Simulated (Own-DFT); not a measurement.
## Calculated data, Si₃N₄ (beta silicon nitride, strained, atoms displaced)

A calculation, not a measurement: plane-wave PBE density functional theory by an unreviewed code, no spin, of a simulated periodic cell, stress positive in tension, free energy of the whole cell less one offset for each atom, forces on such cells moved up to 12 meV/angstrom on a denser k mesh; offsets are fitted by least squares, one for each functional and potential file, so energies compare only between cells with the same atoms and settings and are not formation energies; the far tail of each file's local potential was reset to the Coulomb form; each entry is a single point on an unrelaxed cell, so the pressure reflects the starting lattice, mostly measured values (interpolated for alloys), from which strain is counted, and rises with the displacements; printed positions are rounded, which can move forces by about a meV/angstrom; the program, named Own-DFT, is a retired in-house code; no spin-orbit coupling; before rounding, a Quantum ESPRESSO 7.3.1 run of the same cell and cutoff gave forces within 1 meV/angstrom rms on each cell, which checks the program and not the settings. Program: Own-DFT development build.

Settings shared by all entries: functional PBE; potential files PseudoDojo norm-conserving, scalar-relativistic, standard set; wave cutoff 42 hartree; occupations Fermi-Dirac; smearing width 0.1 eV; k mesh 2 x 2 x 4 centred on Gamma.

(1) 
```cif
# cell vector a (Å): 15.4654 0.2033 0.2342
# cell vector b (Å): -7.5566 12.8783 -0.1328
# cell vector c (Å): 0.0896 -0.0069 5.7642
data_Si3N4
_symmetry_space_group_name_H-M 'P 1'
_symmetry_Int_Tables_number 1
_cell_length_a 15.4685
_cell_length_b 14.9322
_cell_length_c 5.7649
_cell_angle_alpha 91.019
_cell_angle_beta 88.243
_cell_angle_gamma 119.654
_cell_volume 1156.63
loop_
_atom_site_label
_atom_site_type_symbol
_atom_site_fract_x
_atom_site_fract_y
_atom_site_fract_z
_atom_site_occupancy
Si1 Si 0.08853 0.38787 0.11489 1
Si2 Si 0.11830 0.20223 0.13004 1
Si3 Si 0.29588 0.41010 0.11920 1
Si4 Si 0.40969 0.11052 0.35348 1
Si5 Si 0.38114 0.29094 0.37630 1
Si6 Si 0.20313 0.08904 0.36374 1
N1 N 0.16260 0.01836 0.12417 1
N2 N 0.49235 0.15698 0.12198 1
N3 N 0.35256 0.34064 0.11507 1
N4 N 0.33437 0.47885 0.37500 1
N5 N 0.01472 0.34782 0.37244 1
N6 N 0.14779 0.16825 0.37272 1
N7 N 0.17206 0.33123 0.11762 1
N8 N 0.33475 0.16693 0.37443 1
Si7 Si 0.08717 0.38336 0.63245 1
Si8 Si 0.11310 0.19931 0.62274 1
Si9 Si 0.30494 0.41580 0.61667 1
Si10 Si 0.40906 0.11089 0.88256 1
Si11 Si 0.38844 0.30223 0.88600 1
Si12 Si 0.19753 0.08797 0.85974 1
N9 N 0.16583 0.01452 0.62454 1
N10 N 0.47565 0.14630 0.62769 1
N11 N 0.35108 0.33514 0.62402 1
N12 N 0.33523 0.48429 0.87454 1
N13 N 0.01298 0.34248 0.87640 1
N14 N 0.15111 0.16811 0.87916 1
N15 N 0.17275 0.33276 0.63541 1
N16 N 0.33835 0.16249 0.87052 1
Si13 Si 0.08912 0.88421 0.13082 1
Si14 Si 0.12122 0.70832 0.12261 1
Si15 Si 0.30135 0.91386 0.11493 1
Si16 Si 0.40870 0.61012 0.38196 1
Si17 Si 0.38755 0.80126 0.37269 1
Si18 Si 0.19445 0.58014 0.38118 1
N17 N 0.16905 0.51045 0.12727 1
N18 N 0.48484 0.65935 0.11365 1
N19 N 0.34969 0.82941 0.13645 1
N20 N 0.33675 0.98726 0.37121 1
N21 N 0.01759 0.85034 0.37716 1
N22 N 0.15026 0.66598 0.37703 1
N23 N 0.16708 0.83044 0.11822 1
N24 N 0.32956 0.66383 0.37588 1
Si19 Si 0.09009 0.88674 0.62459 1
Si20 Si 0.11128 0.70080 0.62840 1
Si21 Si 0.30425 0.91777 0.61869 1
Si22 Si 0.41010 0.61598 0.88263 1
Si23 Si 0.38877 0.80255 0.87471 1
Si24 Si 0.20304 0.58768 0.88685 1
N25 N 0.16987 0.52306 0.62409 1
N26 N 0.48689 0.65155 0.62291 1
N27 N 0.35301 0.83785 0.62375 1
N28 N 0.33831 0.98790 0.88447 1
N29 N 0.00825 0.84075 0.87928 1
N30 N 0.14688 0.66179 0.87611 1
N31 N 0.16233 0.82656 0.63776 1
N32 N 0.32849 0.66395 0.87026 1
Si25 Si 0.57930 0.37760 0.12312 1
Si26 Si 0.61473 0.20231 0.13908 1
Si27 Si 0.79613 0.41389 0.13038 1
Si28 Si 0.91396 0.11463 0.38739 1
Si29 Si 0.89109 0.29934 0.35551 1
Si30 Si 0.70121 0.08777 0.35331 1
N33 N 0.66843 0.02154 0.13671 1
N34 N 0.98294 0.15754 0.13376 1
N35 N 0.84778 0.33379 0.12661 1
N36 N 0.83478 0.48763 0.38702 1
N37 N 0.51615 0.35341 0.36754 1
N38 N 0.64752 0.16586 0.39599 1
N39 N 0.66753 0.33326 0.11863 1
N40 N 0.83297 0.16731 0.38072 1
Si31 Si 0.58317 0.37761 0.64994 1
Si32 Si 0.61036 0.20498 0.63646 1
Si33 Si 0.79369 0.41241 0.61396 1
Si34 Si 0.91329 0.11018 0.86932 1
Si35 Si 0.87940 0.29079 0.87175 1
Si36 Si 0.70099 0.08815 0.87964 1
N41 N 0.67062 0.01535 0.62699 1
N42 N 0.98405 0.15119 0.64273 1
N43 N 0.84090 0.32929 0.63724 1
N44 N 0.83457 0.48791 0.87805 1
N45 N 0.51187 0.34964 0.86478 1
N46 N 0.65612 0.17121 0.88805 1
N47 N 0.66182 0.33319 0.62136 1
N48 N 0.83049 0.16740 0.88899 1
Si37 Si 0.58772 0.88672 0.13225 1
Si38 Si 0.61477 0.69724 0.11933 1
Si39 Si 0.79458 0.90496 0.11193 1
Si40 Si 0.90838 0.61154 0.37784 1
Si41 Si 0.88094 0.79146 0.36628 1
Si42 Si 0.69978 0.59086 0.38067 1
N49 N 0.67432 0.51759 0.12921 1
N50 N 0.98324 0.64959 0.11065 1
N51 N 0.84385 0.83301 0.12257 1
N52 N 0.83502 0.98497 0.37704 1
N53 N 0.51238 0.85147 0.36483 1
N54 N 0.65730 0.66817 0.37235 1
N55 N 0.66921 0.82935 0.11556 1
N56 N 0.83275 0.66064 0.35790 1
Si43 Si 0.58596 0.88059 0.63173 1
Si44 Si 0.61454 0.70480 0.62223 1
Si45 Si 0.80099 0.90863 0.61921 1
Si46 Si 0.91278 0.62046 0.87026 1
Si47 Si 0.88192 0.79950 0.86923 1
Si48 Si 0.69843 0.58760 0.87378 1
N57 N 0.66553 0.51002 0.62591 1
N58 N 0.98927 0.65398 0.64209 1
N59 N 0.85150 0.83303 0.62559 1
N60 N 0.83406 0.98969 0.88253 1
N61 N 0.51607 0.84640 0.86085 1
N62 N 0.65069 0.66238 0.86568 1
N63 N 0.66302 0.82406 0.62646 1
N64 N 0.83409 0.66227 0.88285 1
_calc_free_energy_of_cell_above_offsets '-4.112'  # eV
_calc_pressure 11.1  # GPa
_calc_stress_xx -2.96  # GPa
_calc_stress_yy -16.64  # GPa
_calc_stress_zz -13.7  # GPa
_calc_stress_yz 1.08  # GPa
_calc_stress_xz 6.15  # GPa
_calc_stress_xy 6.58  # GPa
```

Force:
```tsv
element	x (eV/Å)	y (eV/Å)	z (eV/Å)
Si	1.067	-4.622	0.937
Si	-4.205	0.702	-1.026
Si	-1.305	0.744	0.01
Si	1.205	4.675	3.262
Si	1.01	4.581	-0.683
Si	0.388	0.771	1.595
N	0.39	-1.106	-1.659
N	-2.895	-2.174	-0.455
N	1.486	-1.595	3.346
N	0.054	2.363	-2.085
N	1.804	1.599	0.551
N	3.001	-2.373	0.743
N	-2.706	1.194	0.457
N	-1.078	-3.224	-0.687
Si	1.389	0.215	-1.548
Si	-1.1	2.342	2.232
Si	-2.324	-2.482	2.988
Si	2.564	4.058	-0.844
Si	-0.336	-3.077	-3.846
Si	3.37	1.12	2.83
N	-0.007	1.132	-2.108
N	2.305	0.585	-1.424
N	1.376	-0.943	0.922
N	0.192	0.706	-0.275
N	-0.668	0.844	0.012
N	0.329	-1.235	-2.074
N	-1.917	0.853	-0.753
N	-5.506	1.957	0.59
Si	-0.95	-1.173	-1.948
Si	-2.064	-5.373	0.877
Si	-1.35	-2.939	2.416
Si	-0.572	2.361	-1.03
Si	0.902	-3.733	1.402
Si	1.604	4.317	-2.453
N	-0.348	2.233	-0.153
N	1.599	-0.956	2.502
N	-2.06	2.46	-2.845
N	-0.436	-3.047	-1.075
N	-1.625	-0.285	0.397
N	-0.268	-0.325	-1.054
N	0.446	5.676	0.417
N	0.525	0.106	-0.039
Si	-0.959	-3.645	1.028
Si	1.599	-1.763	0.288
Si	-2.426	-2.273	1.563
Si	-0.195	0.401	-1.632
Si	0.279	-2.653	-0.444
Si	-0.177	0.764	-1.568
N	-0.317	-5.155	3.405
N	-0.898	-0.983	-0.066
N	0.053	0.775	1.038
N	-0.071	-3.568	-1.872
N	1.493	2.665	-0.03
N	0.836	-0.027	-0.173
N	1.23	5.52	-0.707
N	1.386	2.019	0.392
Si	3.491	2.989	-0.426
Si	2.011	1.156	0.234
Si	-0.425	0.59	-1.692
Si	-1.987	1.088	-1.133
Si	-2.759	-1.05	3.225
Si	1.633	5.277	10.04
N	-0.634	-6.386	-6.628
N	2.593	-0.613	-1.015
N	0.239	0.635	-0.043
N	0.039	-2.465	-2.168
N	-2.396	-1.758	3.014
N	0.234	-0.847	-2.34
N	-1.192	0.408	0.499
N	0.463	-0.873	-0.266
Si	1.481	3.33	-7.969
Si	0.472	-1.941	1.013
Si	0.209	-0.914	4.821
Si	-3.059	4.213	5.357
Si	-0.618	3.108	-0.192
Si	1.702	1.026	-1.95
N	-0.832	-1.137	-0.724
N	2.51	0.592	-4.002
N	1.351	0.542	-2.552
N	-0.063	-1.515	-0.699
N	-1.616	-0.728	5.553
N	-1.705	-0.676	-1.092
N	1.414	0.103	0.262
N	1.918	-3.839	-0.508
Si	1.87	-0.817	-2.371
Si	-1.338	0.425	0.347
Si	-3.031	4.143	2.138
Si	3.374	3.46	-0.735
Si	1.937	0.411	-0.143
Si	5.158	-4.633	-0.405
N	-2.054	-1.637	-0.805
N	1.636	0.695	3.241
N	3.503	-1.834	0.638
N	0.341	-1.979	-0.523
N	1.307	0.588	2.313
N	-4.333	2.126	-0.326
N	-2.53	1.2	0.386
N	-2.423	1.818	1.213
Si	2.198	2.206	-4.039
Si	0.797	-5.586	0.036
Si	-3.67	1.606	0.589
Si	1.519	-2.141	1.985
Si	3.099	-3.185	1.592
Si	5.416	-2.431	0.508
N	-0.865	1.42	0.101
N	-1.807	-1.183	-4.083
N	-0.182	0.017	-1.436
N	0.2	-5.728	-1.537
N	-1.938	0.025	4.657
N	-2.685	1.546	-0.194
N	0.058	7.218	-0.172
N	-5.15	2.925	-1.232
```

(2) 
```cif
# cell vector a (Å): 15.3065 -0.1676 0.1510
# cell vector b (Å): -7.7984 13.3662 -0.1957
# cell vector c (Å): 0.0577 -0.0531 5.8894
data_Si3N4
_symmetry_space_group_name_H-M 'P 1'
_symmetry_Int_Tables_number 1
_cell_length_a 15.3082
_cell_length_b 15.4761
_cell_length_c 5.8899
_cell_angle_alpha 91.454
_cell_angle_beta 88.868
_cell_angle_gamma 120.892
_cell_volume 1197.00
loop_
_atom_site_label
_atom_site_type_symbol
_atom_site_fract_x
_atom_site_fract_y
_atom_site_fract_z
_atom_site_occupancy
Si1 Si 0.09144 0.38911 0.11937 1
Si2 Si 0.11194 0.20277 0.12366 1
Si3 Si 0.30474 0.41180 0.10731 1
Si4 Si 0.41751 0.11738 0.37775 1
Si5 Si 0.38451 0.30028 0.38206 1
Si6 Si 0.20614 0.08598 0.38228 1
N1 N 0.17015 0.01727 0.11575 1
N2 N 0.48672 0.15440 0.12733 1
N3 N 0.35738 0.33848 0.13512 1
N4 N 0.33218 0.47981 0.37544 1
N5 N 0.01404 0.34952 0.37584 1
N6 N 0.14975 0.16592 0.38314 1
N7 N 0.16716 0.33406 0.12280 1
N8 N 0.33220 0.17564 0.38187 1
Si7 Si 0.08992 0.38623 0.61993 1
Si8 Si 0.11023 0.19501 0.63458 1
Si9 Si 0.29900 0.41481 0.61525 1
Si10 Si 0.40823 0.11147 0.88496 1
Si11 Si 0.38257 0.29088 0.86855 1
Si12 Si 0.19988 0.07988 0.88969 1
N9 N 0.16604 0.01465 0.61020 1
N10 N 0.48574 0.14893 0.61660 1
N11 N 0.35166 0.33462 0.62828 1
N12 N 0.32891 0.48304 0.88272 1
N13 N 0.01877 0.35356 0.88472 1
N14 N 0.15636 0.17262 0.87574 1
N15 N 0.16516 0.33121 0.63103 1
N16 N 0.33131 0.17043 0.87459 1
Si13 Si 0.08727 0.88487 0.11045 1
Si14 Si 0.11684 0.69931 0.12222 1
Si15 Si 0.30456 0.91473 0.11687 1
Si16 Si 0.41243 0.61099 0.38245 1
Si17 Si 0.38499 0.79736 0.36882 1
Si18 Si 0.20296 0.58785 0.37408 1
N17 N 0.16679 0.51842 0.11790 1
N18 N 0.47569 0.64258 0.11917 1
N19 N 0.35132 0.83353 0.12395 1
N20 N 0.33065 0.97925 0.37422 1
N21 N 0.01265 0.84674 0.37172 1
N22 N 0.14615 0.66475 0.36666 1
N23 N 0.16852 0.83312 0.12331 1
N24 N 0.33158 0.66643 0.37477 1
Si19 Si 0.08516 0.88491 0.61042 1
Si20 Si 0.11593 0.70072 0.62513 1
Si21 Si 0.29543 0.90539 0.62072 1
Si22 Si 0.40754 0.61609 0.87717 1
Si23 Si 0.38116 0.79860 0.87801 1
Si24 Si 0.19273 0.58133 0.87728 1
N25 N 0.16420 0.51588 0.63772 1
N26 N 0.49023 0.65492 0.64264 1
N27 N 0.34945 0.83467 0.62424 1
N28 N 0.33662 0.98660 0.88849 1
N29 N 0.01706 0.84970 0.87537 1
N30 N 0.14973 0.66388 0.87848 1
N31 N 0.16145 0.83000 0.62208 1
N32 N 0.34052 0.66892 0.85316 1
Si25 Si 0.59171 0.38734 0.12673 1
Si26 Si 0.61114 0.20198 0.12309 1
Si27 Si 0.80372 0.41412 0.11994 1
Si28 Si 0.90911 0.11042 0.37242 1
Si29 Si 0.88385 0.29766 0.37632 1
Si30 Si 0.69889 0.08473 0.36935 1
N33 N 0.66360 0.01574 0.12143 1
N34 N 0.98694 0.15219 0.10982 1
N35 N 0.85663 0.33284 0.12607 1
N36 N 0.83248 0.48339 0.37114 1
N37 N 0.51065 0.34530 0.37064 1
N38 N 0.65086 0.16672 0.38533 1
N39 N 0.66399 0.33263 0.12929 1
N40 N 0.83381 0.16839 0.37178 1
Si31 Si 0.58636 0.38554 0.61917 1
Si32 Si 0.61553 0.20267 0.62153 1
Si33 Si 0.80319 0.41099 0.61572 1
Si34 Si 0.90715 0.11653 0.87853 1
Si35 Si 0.88084 0.29817 0.87020 1
Si36 Si 0.69668 0.08597 0.87181 1
N41 N 0.66369 0.02082 0.64685 1
N42 N 0.98861 0.15418 0.63081 1
N43 N 0.84489 0.33391 0.63739 1
N44 N 0.82876 0.47887 0.88796 1
N45 N 0.51242 0.34423 0.87620 1
N46 N 0.64638 0.16403 0.86231 1
N47 N 0.66592 0.33292 0.62762 1
N48 N 0.83501 0.16846 0.87847 1
Si37 Si 0.58661 0.88350 0.13258 1
Si38 Si 0.61479 0.70525 0.12643 1
Si39 Si 0.79511 0.91030 0.12964 1
Si40 Si 0.91240 0.61556 0.37895 1
Si41 Si 0.89225 0.80121 0.38149 1
Si42 Si 0.70543 0.58877 0.37000 1
N49 N 0.66604 0.51634 0.13468 1
N50 N 0.98931 0.65634 0.13191 1
N51 N 0.85173 0.83359 0.12224 1
N52 N 0.83622 0.98623 0.35609 1
N53 N 0.50977 0.84347 0.36886 1
N54 N 0.65444 0.66951 0.37476 1
N55 N 0.66695 0.83095 0.13025 1
N56 N 0.83008 0.66395 0.36581 1
Si43 Si 0.58068 0.87962 0.62505 1
Si44 Si 0.61873 0.70487 0.63431 1
Si45 Si 0.79319 0.91086 0.62799 1
Si46 Si 0.91205 0.61524 0.86628 1
Si47 Si 0.89168 0.79525 0.87600 1
Si48 Si 0.70067 0.58816 0.87515 1
N57 N 0.66844 0.51571 0.62697 1
N58 N 0.98111 0.65553 0.62459 1
N59 N 0.85398 0.84092 0.62618 1
N60 N 0.83774 0.98550 0.86057 1
N61 N 0.51215 0.84770 0.89353 1
N62 N 0.64523 0.66500 0.88181 1
N63 N 0.66963 0.83934 0.61822 1
N64 N 0.83966 0.67545 0.87559 1
_calc_free_energy_of_cell_above_offsets '-9.530'  # eV
_calc_pressure 1.51  # GPa
_calc_stress_xx -1.93  # GPa
_calc_stress_yy -2.14  # GPa
_calc_stress_zz -0.46  # GPa
_calc_stress_yz -2.52  # GPa
_calc_stress_xz 1.82  # GPa
_calc_stress_xy -3.22  # GPa
```

Force:
```tsv
element	x (eV/Å)	y (eV/Å)	z (eV/Å)
Si	0.619	-2.242	1.161
Si	2.415	1.293	1.138
Si	-1.92	-1.759	2.795
Si	-3.004	-0.271	-0.072
Si	-0.573	0.412	-1.059
Si	-2.022	3.13	-1.977
N	-0.348	-3.293	4.078
N	-2.13	-1.916	-0.371
N	-0.365	-0.047	-2.006
N	0.384	2.149	-0.981
N	0.623	1.258	-0.016
N	0.405	-1.283	-1.657
N	0.527	0.668	0.195
N	3.049	-4.076	-0.246
Si	0.405	-2.281	1.265
Si	2.025	3.218	-0.834
Si	-0.654	-2.956	2.575
Si	0.055	3.679	-1.718
Si	-1.248	4.059	1.233
Si	-1.324	5.272	-5.37
N	-0.074	-1.519	3.104
N	-1.042	-0.793	2.425
N	-1.03	1.344	0.983
N	0.619	1.737	-2.917
N	-1.867	-0.327	-2.634
N	1.14	-2.34	0.754
N	0.359	0.59	-0.551
N	1.953	-5.638	0.397
Si	2.46	-0.528	2.137
Si	-1.952	2.81	0.699
Si	-2.387	-1.819	2.284
Si	-0.558	0.801	-0.062
Si	-1.451	-2.08	0.497
Si	-0.424	-0.196	0.665
N	-0.257	-0.237	2.191
N	2.382	1.543	2.284
N	-1.074	0.643	0.929
N	0.791	1.928	0.529
N	3.649	1.963	-1.187
N	1.793	-1.234	1.741
N	0.259	0.108	-0.465
N	0.922	0.241	-0.038
Si	1.474	-0.247	1.341
Si	-1.296	0.692	-0.086
Si	-2.251	2.157	0.129
Si	2.305	-1.584	-0.005
Si	2.373	-2.364	-1.546
Si	3.055	2.741	-0.225
N	-0.35	-0.071	-3.775
N	-1.508	-1.112	-2.138
N	0.988	-0.462	0.304
N	0.231	-1.681	-2.751
N	1.273	1.12	-2.056
N	-0.276	-0.003	-1.976
N	1.156	0.291	0.19
N	-5.742	0.733	0.724
Si	-1.838	-1.879	-0.572
Si	2.879	1.575	0.219
Si	-1.161	-3.156	2.09
Si	1.156	3.939	0.1
Si	1.074	-0.962	0.209
Si	0.622	1.861	2.146
N	-0.323	-1.017	0.508
N	-2.617	-1.646	2.049
N	-3.308	1.904	0.668
N	1.206	0.554	0.91
N	2.643	1.858	0.522
N	0.449	-0.807	-3.466
N	2.381	0.207	-0.083
N	-0.239	-1.405	0.367
Si	0.441	-1.613	0.765
Si	-0.813	1.58	1.014
Si	-5.077	0.996	1.289
Si	2.602	0.035	-1.2
Si	3.721	-1.021	1.089
Si	1.296	3.541	3.599
N	-0.228	-5.182	-6.937
N	-4.38	-2.536	-0.929
N	2.727	-1.246	-1.927
N	0.988	3.452	-3.731
N	1.542	1.455	-0.391
N	-0.058	0.109	2.451
N	0.562	0.621	-0.453
N	-2.964	0.006	-0.372
Si	0.901	0.1	-1.381
Si	-0.605	-2.3	1.361
Si	2.397	-0.012	-3.085
Si	-1.052	0.233	-1.728
Si	-5.782	-2.33	-1.399
Si	-1.946	0.018	1.926
N	-0.245	0.122	-2.622
N	-1.584	-1.623	-1.285
N	0.125	0.45	0.792
N	-0.455	-1.528	3.019
N	2.059	1.655	1.721
N	-0.761	-0.291	0.233
N	-2.117	1.322	-0.183
N	2.626	2.194	0.65
Si	0.801	1.385	1.596
Si	0.191	0.455	-1.341
Si	3.015	2.03	-1.447
Si	-0.805	-0.268	3.194
Si	-4.696	3.739	-0.049
Si	0.596	0.646	0.696
N	-0.527	0.761	-0.497
N	2.141	-0.395	-0.033
N	1.201	-1.106	0.316
N	-0.752	-0.215	2.684
N	0.51	0.66	-2.35
N	1.725	-0.571	-0.729
N	-2.548	-2.668	0.263
N	-0.262	-5.91	-0.288
```
